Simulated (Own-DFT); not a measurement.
Al31GaO48 (corundum with substituted atoms, atoms displaced), Al32O47 (corundum with one vacancy, atoms displaced) (calculated)

All values are calculated (Own-DFT development build). A calculation, not a measurement: plane-wave PBE density functional theory by an unreviewed code, no spin, of a simulated periodic cell, stress positive in tension, free energy of the whole cell less one offset for each atom, defect cell not probed for a lower state with spin; oxygen file: force components 24 meV/angstrom off all-electron in one glass; forces on such cells passed a denser k mesh, this cell's mesh not checked; offsets are fitted by least squares, one for each functional and potential file, so energies compare only between cells with the same atoms and settings and are not formation energies; the far tail of each file's local potential was reset to the Coulomb form; each entry is a single point on an unrelaxed cell, so the pressure reflects the starting lattice, mostly measured values, from which strain is counted, and rises with the displacements; printed positions are rounded, which can move forces by about a meV/angstrom; the program is a retired in-house code; no spin-orbit coupling; before rounding, a Quantum ESPRESSO 7.3.1 run of the same cell and cutoff gave forces within 1 meV/angstrom rms on each cell, which checks the program and not the settings.

Common to all runs: functional PBE; potential files PseudoDojo norm-conserving, scalar-relativistic, standard set; wave cutoff 72 hartree; occupations Fermi-Dirac; smearing width 0.1 eV; k mesh 3 x 3 x 3 centred on Gamma.

(1) Al31GaO48 (corundum with substituted atoms, atoms displaced)

```
Al31GaO48
1.0
      5.4940     0.0000     8.6604
     -2.7470     4.7579     8.6604
     -2.7470    -4.7579     8.6604
Ga Al O Al O Al O Al O Al O Al O Al O Al O
1 3 6 4 6 4 6 4 6 4 6 4 6 4 6 4 6
Direct
  0.16781 0.17302 0.17578
  0.31890 0.32202 0.32698
  0.41354 0.42581 0.43768
  0.05849 0.07497 0.08045
  0.28271 0.47244 0.12338
  0.48433 0.12140 0.27250
  0.12014 0.27915 0.47335
  0.22842 0.02396 0.37765
  0.03456 0.37811 0.22458
  0.37305 0.21964 0.03137
  0.18065 0.17390 0.66992
  0.30902 0.32346 0.83959
  0.41555 0.42424 0.93070
  0.07043 0.07719 0.56801
  0.27785 0.46624 0.62586
  0.47004 0.12689 0.78320
  0.12357 0.27818 0.97822
  0.21891 0.02674 0.87829
  0.01787 0.38009 0.72797
  0.37417 0.21830 0.52684
  0.17347 0.68143 0.16664
  0.31646 0.82453 0.32132
  0.42026 0.93344 0.42820
  0.07182 0.57216 0.08139
  0.28386 0.96615 0.12849
  0.46880 0.62334 0.28376
  0.12373 0.77918 0.47388
  0.21025 0.53985 0.36948
  0.03281 0.87086 0.21606
  0.37439 0.72274 0.02958
  0.18725 0.67353 0.66064
  0.32070 0.82154 0.82726
  0.42721 0.93283 0.91755
  0.07843 0.56722 0.57700
  0.27306 0.97264 0.62564
  0.47915 0.62128 0.77656
  0.12427 0.78008 0.97924
  0.21791 0.52177 0.88952
  0.02470 0.87947 0.71994
  0.36529 0.71683 0.53009
  0.67908 0.17836 0.17710
  0.82263 0.33587 0.32792
  0.93388 0.42296 0.42357
  0.56929 0.05532 0.08510
  0.78184 0.46619 0.13262
  0.97780 0.13255 0.27904
  0.62676 0.29576 0.46541
  0.72549 0.01848 0.38022
  0.51882 0.37210 0.23109
  0.85584 0.22857 0.03390
  0.67983 0.16128 0.68283
  0.82244 0.33160 0.82497
  0.93080 0.42118 0.92928
  0.57176 0.06847 0.57468
  0.78169 0.46814 0.62565
  0.96309 0.13787 0.77750
  0.63759 0.27501 0.96351
  0.72873 0.01611 0.87458
  0.53224 0.37283 0.73017
  0.87380 0.21824 0.53710
  0.68380 0.67191 0.17829
  0.81903 0.83029 0.32088
  0.91904 0.93945 0.41556
  0.56703 0.58424 0.07330
  0.77309 0.96735 0.13690
  0.96346 0.62683 0.28727
  0.62128 0.76892 0.47921
  0.72421 0.52594 0.37346
  0.52160 0.87482 0.22291
  0.86607 0.71738 0.03038
  0.66985 0.68231 0.67646
  0.83482 0.81521 0.82509
  0.92644 0.92553 0.92677
  0.57088 0.59023 0.56478
  0.77810 0.96235 0.63185
  0.97388 0.61891 0.77629
  0.62661 0.77580 0.97229
  0.71551 0.52493 0.87820
  0.51991 0.87660 0.71998
  0.87919 0.71595 0.52311
```

It finds free energy of cell above offsets -52.069 eV; pressure 10.94 GPa; stress xx -10.05 GPa; stress yy -12.13 GPa; stress zz -10.65 GPa; stress yz -1 GPa; stress xz -1.57 GPa; stress xy -1.55 GPa.

Force:
```csv
element,x (eV/Å),y (eV/Å),z (eV/Å)
Ga,1.925,-0.402,4.275
Al,1.002,1.335,0.425
Al,3.046,1.899,-0.234
Al,1.646,0.832,-0.291
O,-1.029,-0.193,-0.194
O,-1.769,-0.831,-0.345
O,1.588,-0.311,0.869
O,-0.644,-0.175,-0.104
O,-1.038,-0.526,-0.595
O,0.721,-0.189,0.286
Al,-2.275,-0.971,-0.319
Al,2.971,1.425,1.309
Al,3.236,0.142,1.402
Al,-0.256,-1.085,0.752
O,-1.228,-1.004,0.721
O,0.235,0.495,-0.907
O,-0.745,0.868,-2.748
O,-0.359,0.619,0.257
O,1.993,-0.699,0.297
O,-0.15,-0.208,0.58
Al,0.423,-1.978,1.22
Al,1.169,-0.91,1.115
Al,0.739,-0.061,-0.672
Al,-0.4,0.583,-0.026
O,-0.008,1.221,-2.027
O,0.127,0.212,-0.367
O,-0.62,0.523,-0.892
O,0.815,-1.733,0.644
O,-1.94,0.914,1.361
O,-0.376,0.758,-0.451
Al,-3.254,-1.954,-0.093
Al,0.844,0.063,0.082
Al,-0.45,-1.805,0.172
Al,-1.782,1.404,-1.247
O,-0.024,-0.407,0.469
O,-2.061,0.247,-0.269
O,-0.379,0.712,-1.991
O,-0.126,1.8,-1.272
O,1.058,-1.05,0.061
O,2.475,1.24,2.486
Al,-2.451,0.294,-2.61
Al,-0.032,-0.915,-0.892
Al,-2.644,-0.467,0.741
Al,0.526,3.563,1.883
O,0.451,1.11,-0.765
O,-2.399,-1.856,-3.669
O,-0.386,-2.425,-1.75
O,-0.788,1.265,0.302
O,0.3,0.512,0.696
O,3.559,-0.316,3.236
Al,-1.406,1.811,1.1
Al,-0.538,0.565,-1.835
Al,-1.935,0.762,-0.503
Al,-0.113,0.46,1.202
O,0.075,1.127,-0.172
O,1.869,-1.608,-0.44
O,-2.137,-1.326,-0.958
O,-1.158,-0.679,0.813
O,-0.386,0.519,-1.49
O,0.214,1.106,-0.953
Al,-2.071,-0.275,-1.944
Al,0.755,-2.834,0.162
Al,1.009,-3.038,0.911
Al,0.863,-1.551,-0.178
O,1.289,1.363,-1.348
O,1.294,1.128,-0.847
O,-0.542,2.797,0.78
O,-0.701,0.337,1.358
O,0.557,-1.901,-0.156
O,2.459,0.461,2.632
Al,2.041,-1.487,-0.366
Al,-0.643,0.046,-0.891
Al,-0.832,1.185,0.327
Al,0.953,-3.791,-1.183
O,-0.181,1.373,-0.723
O,0.085,0.068,1.017
O,-0.17,0.349,-0.395
O,-0.677,0.573,1.6
O,-0.128,0.521,0.903
O,-1.079,0.376,0.666
```

(2) Al32O47 (corundum with one vacancy, atoms displaced)

```
Al32O47
1.0
      5.4940     0.0000     8.6604
     -2.7470     4.7579     8.6604
     -2.7470    -4.7579     8.6604
Al O Al O Al O Al O Al O Al O Al O Al O
4 6 4 6 4 6 4 6 4 6 4 6 4 5 4 6
Direct
  0.18614 0.17597 0.15973
  0.32989 0.31580 0.33249
  0.41502 0.43582 0.43245
  0.07220 0.06844 0.06453
  0.26823 0.46661 0.13029
  0.47258 0.12453 0.28149
  0.12304 0.29095 0.47191
  0.22205 0.02424 0.38356
  0.03861 0.37556 0.21425
  0.36432 0.23032 0.02321
  0.18013 0.16801 0.68693
  0.32875 0.31211 0.82006
  0.42198 0.42421 0.94389
  0.08381 0.05525 0.59147
  0.27299 0.45606 0.64288
  0.46990 0.13468 0.77233
  0.13017 0.26946 0.97271
  0.22298 0.02504 0.86621
  0.03034 0.37585 0.72863
  0.39099 0.20739 0.52007
  0.17895 0.68999 0.17363
  0.33365 0.81030 0.32595
  0.42343 0.91979 0.43660
  0.07825 0.57777 0.06395
  0.26740 0.97701 0.11272
  0.46779 0.62555 0.26562
  0.13933 0.76809 0.45789
  0.21776 0.51829 0.38352
  0.04332 0.86733 0.21906
  0.36513 0.72524 0.03528
  0.18248 0.67882 0.67679
  0.33616 0.83709 0.81513
  0.42835 0.91322 0.93059
  0.06265 0.56598 0.59757
  0.27204 0.95517 0.63146
  0.47524 0.63951 0.75108
  0.12862 0.77840 0.97822
  0.21627 0.52366 0.88386
  0.00482 0.88865 0.71992
  0.36559 0.73977 0.51053
  0.66512 0.17806 0.17955
  0.82076 0.32726 0.31881
  0.91975 0.43422 0.42720
  0.58732 0.05436 0.07332
  0.76815 0.46207 0.14270
  0.97975 0.12071 0.27567
  0.63637 0.27385 0.46482
  0.70106 0.04484 0.38139
  0.52363 0.36182 0.24630
  0.86572 0.22444 0.03355
  0.67236 0.17314 0.67952
  0.81092 0.34325 0.84396
  0.94345 0.42381 0.91545
  0.56516 0.08107 0.57742
  0.76074 0.48143 0.63251
  0.97306 0.11362 0.77786
  0.63055 0.27286 0.97483
  0.72220 0.02983 0.88691
  0.52253 0.38978 0.72619
  0.88233 0.23202 0.52666
  0.66403 0.68192 0.18208
  0.83587 0.80492 0.32452
  0.92296 0.92320 0.43513
  0.56811 0.56987 0.08529
  0.78658 0.97397 0.12136
  0.62808 0.76361 0.48185
  0.72665 0.52283 0.36757
  0.51286 0.86045 0.22918
  0.88414 0.71390 0.03600
  0.68561 0.65966 0.68400
  0.82982 0.80995 0.83217
  0.91285 0.93597 0.92514
  0.58749 0.57493 0.56343
  0.76563 0.98752 0.61408
  0.95822 0.63143 0.78698
  0.61666 0.76894 0.97322
  0.72074 0.51031 0.89437
  0.52869 0.87282 0.71527
  0.87916 0.72606 0.52385
```

The calculation gives: free energy of cell above offsets -44.060 eV; pressure 13.65 GPa; stress xx -16.18 GPa; stress yy -12.66 GPa; stress zz -12.1 GPa; stress yz -0.56 GPa; stress xz 1.68 GPa; stress xy -0.16 GPa.

Force:
```csv
element,x (eV/Å),y (eV/Å),z (eV/Å)
Al,-3.208,-2.876,0.417
Al,-1.868,0.982,-1.134
Al,1.577,-0.814,-1.037
Al,-1.493,-1.019,1.92
O,0.143,-0.301,2.423
O,0.956,-0.82,-2.155
O,0.356,-1.851,0.391
O,0.419,1.451,-0.656
O,-0.901,0.064,-0.695
O,3.36,-0.859,1.442
Al,-0.435,4.322,-2.887
Al,-2.208,-0.128,3.876
Al,1.536,1.938,-2.031
Al,-1.616,4.682,-1.505
O,-0.415,2.734,-0.521
O,1.928,-2.375,-1.61
O,-0.474,1.67,-1.291
O,-0.373,-1.133,2.069
O,-0.418,-1.465,-1.398
O,-4.262,-1.179,-0.302
Al,0.497,-3.227,-3.352
Al,-3.432,2.179,-1.898
Al,0.107,1.422,0.001
Al,0.007,-2.368,1.762
O,1.787,-1.123,1.632
O,-1.302,-1.346,1.696
O,-2.025,-1.944,0.282
O,-0.412,0.458,1.332
O,-3.508,0.835,0.447
O,3.294,0.985,0.697
Al,-0.082,-0.196,0.035
Al,0.159,-2.544,-4.639
Al,-1.158,1.328,0.842
Al,2.451,4.677,-0.216
O,0.342,-0.032,2.435
O,-2.722,-3.153,1.811
O,-0.242,0.728,-1.164
O,0.687,2.666,-1.104
O,1.902,-2.182,-0.849
O,1.355,-4.544,1.061
Al,0.631,-1.463,0.957
Al,2.362,-2.502,1.918
Al,2.315,-0.15,0.153
Al,-4.899,-0.496,1.932
O,0.993,4.12,-1.405
O,-0.705,-0.169,-0.416
O,-3.257,-0.068,0.271
O,3.389,-0.79,-0.901
O,0.446,3.324,-0.49
O,1.722,-0.279,0.687
Al,1.056,2.26,1.859
Al,4.033,-1.974,-6.136
Al,-2.622,-3.587,1.634
Al,2.458,0.167,0.275
O,3.187,-2.027,1.735
O,-0.71,1.193,2.967
O,-1.384,0.297,-0.225
O,1.075,1.401,-4.013
O,1.226,-1.007,-2.126
O,-0.897,-1.319,-1.534
Al,3.774,-1.712,-0.965
Al,0.043,0.23,-0.425
Al,0.827,2.418,-0.182
Al,1.069,-1.23,-0.899
O,-1.082,-1.275,-0.624
O,0.102,3.886,-0.094
O,-1.931,0.378,0.953
O,1.496,3.664,3.417
O,-2.899,1.813,-2.142
Al,-1.815,2.494,-0.547
Al,-2.782,1.884,0.725
Al,2.506,-1.711,1.774
Al,-1.718,-1.252,-1.243
O,0.413,-3.529,1.897
O,2.735,-0.629,-1.538
O,1.872,0.731,2.364
O,-2.572,3.647,2.191
O,0.016,-0.512,1.927
O,-0.784,-1.869,0.147
```

(3) Al32O47 (corundum with one vacancy, atoms displaced)

```
Al32O47
1.0
      5.4940     0.0000     8.6604
     -2.7470     4.7579     8.6604
     -2.7470    -4.7579     8.6604
Al O Al O Al O Al O Al O Al O Al O Al O
4 6 4 6 4 5 4 6 4 6 4 6 4 6 4 6
Direct
  0.17549 0.17307 0.17881
  0.32521 0.32322 0.32345
  0.42618 0.43179 0.41939
  0.06907 0.07512 0.07579
  0.27433 0.47515 0.12815
  0.46883 0.12158 0.27783
  0.12748 0.27573 0.47168
  0.21516 0.03287 0.37211
  0.02604 0.36955 0.22610
  0.37494 0.22572 0.02891
  0.18098 0.17460 0.67699
  0.32007 0.32246 0.82831
  0.43218 0.41983 0.92684
  0.07713 0.06947 0.57528
  0.27481 0.46446 0.63281
  0.48080 0.12358 0.76790
  0.12536 0.27898 0.97053
  0.21894 0.02824 0.87717
  0.02752 0.37126 0.72112
  0.37244 0.22369 0.53223
  0.17029 0.67785 0.18042
  0.32113 0.82239 0.33064
  0.42941 0.93469 0.41528
  0.07380 0.58029 0.06679
  0.48467 0.61581 0.27545
  0.12797 0.78786 0.46204
  0.21975 0.51907 0.38720
  0.02968 0.87392 0.22126
  0.36958 0.72430 0.02914
  0.17680 0.67914 0.67582
  0.32530 0.82375 0.82183
  0.42652 0.92400 0.92976
  0.06740 0.57816 0.57786
  0.27516 0.97163 0.62088
  0.47538 0.62141 0.77894
  0.12521 0.78172 0.97355
  0.22238 0.53235 0.86880
  0.02880 0.87591 0.71807
  0.38059 0.71519 0.52797
  0.67229 0.17278 0.18072
  0.82396 0.32182 0.32909
  0.92645 0.42891 0.42231
  0.56957 0.07427 0.07553
  0.78491 0.47297 0.12335
  0.96605 0.12641 0.28097
  0.62680 0.27245 0.47046
  0.73327 0.02339 0.37178
  0.52516 0.37633 0.22332
  0.87437 0.21824 0.02995
  0.67754 0.17898 0.67466
  0.82449 0.31879 0.82694
  0.92650 0.42400 0.92103
  0.56922 0.06964 0.58132
  0.78537 0.47109 0.61778
  0.97107 0.12246 0.77804
  0.62540 0.27964 0.97789
  0.72621 0.03212 0.86234
  0.52516 0.37408 0.72423
  0.87464 0.22485 0.52811
  0.66834 0.68362 0.17564
  0.82873 0.82039 0.32604
  0.92999 0.92985 0.41917
  0.57356 0.58190 0.07029
  0.78371 0.96821 0.12353
  0.96502 0.63090 0.27741
  0.62320 0.78024 0.47483
  0.71821 0.52887 0.38374
  0.52830 0.87317 0.22766
  0.87631 0.71820 0.02920
  0.66829 0.67908 0.67637
  0.82797 0.82084 0.82105
  0.92826 0.91950 0.92908
  0.57842 0.56994 0.57372
  0.78051 0.97156 0.61979
  0.96585 0.62416 0.78322
  0.62531 0.77751 0.97337
  0.72373 0.53364 0.87225
  0.53015 0.87234 0.71929
  0.87042 0.72859 0.52810
```

Results for Al32O47 (corundum with one vacancy, atoms displaced): free energy of cell above offsets -56.018 eV; pressure 7.41 GPa; stress xx -7.36 GPa; stress yy -7.85 GPa; stress zz -7.02 GPa; stress yz -0.74 GPa; stress xz -0.14 GPa; stress xy -0.18 GPa.

Force:
```csv
element,x (eV/Å),y (eV/Å),z (eV/Å)
Al,-0.365,0.654,-0.616
Al,-0.822,-0.183,0.172
Al,0.043,-2.008,0.092
Al,0.474,0.199,0.332
O,0.462,0.191,-0.536
O,0.158,1.533,1.387
O,-0.005,0.259,-0.091
O,0.945,-1.041,0.719
O,0.188,1.215,0.881
O,-0.085,-0.361,-0.623
Al,-0.672,0.444,-0.931
Al,0.896,0.559,-0.111
Al,-0.971,0.746,0.184
Al,-1.059,0.967,0.331
O,-0.183,1.476,0.046
O,-1.706,-1.258,0.455
O,-0.033,-0.666,-0.141
O,0.525,0.051,0.069
O,-0.583,0.132,0.659
O,0.986,-0.214,-0.589
Al,0.868,-0.476,-0.038
Al,1.076,1.256,-0.124
Al,-0.394,-2.963,-0.393
Al,0.492,-1.486,-0.022
O,-1.781,0.834,0.424
O,-0.519,-1.939,-0.654
O,-0.292,1.837,-0.182
O,0.168,0.082,0.407
O,0.635,-0.202,0.583
Al,0.686,-0.234,-0.609
Al,-0.256,-0.04,-0.065
Al,-1.171,0.317,0.322
Al,0.447,-0.449,-0.303
O,0.59,-0.557,0.777
O,-0.321,-0.129,-0.107
O,0.201,-0.087,-0.824
O,-0.389,-0.938,0.717
O,0.098,-0.743,-0.078
O,-0.772,0.643,-0.315
Al,0.661,0.089,0.874
Al,-0.37,0.757,-0.415
Al,0.572,-0.56,-0.068
Al,1.527,0.446,0.004
O,-0.194,0.009,-0.62
O,1.234,0.604,0.041
O,-0.372,0.692,0.5
O,-1.599,0.578,-0.944
O,0.319,0.083,-0.359
O,-0.266,0.419,0.044
Al,0.362,0.545,-1.151
Al,0.553,0.823,-0.025
Al,-0.732,-0.657,0.706
Al,1.323,1.41,0.565
O,-1.272,-0.915,0.73
O,0.08,-0.29,0.157
O,-0.072,-0.096,-0.937
O,-0.955,-2.132,1.119
O,0.202,-0.07,0.445
O,0.214,-0.387,-0.175
Al,1.748,-1.433,0.235
Al,-1.242,0.319,-0.047
Al,-1.032,-0.76,-0.111
Al,0.797,-0.995,-0.581
O,-0.927,0.053,-0.351
O,1.116,-0.277,-0.064
O,0.005,0.462,-0.266
O,1.094,1.293,-1.272
O,-0.015,0.845,-0.236
O,-0.539,0.894,0.045
Al,1.573,-0.248,0.326
Al,-0.766,0.889,-0.095
Al,-0.482,1.147,0.143
Al,-0.754,-0.118,0.367
O,0.138,-0.715,0.437
O,1.156,0.809,0.035
O,-0.102,0.448,0.165
O,-0.13,-0.31,-0.632
O,-1.227,-0.322,0.19
O,0.816,-0.751,0.016
```
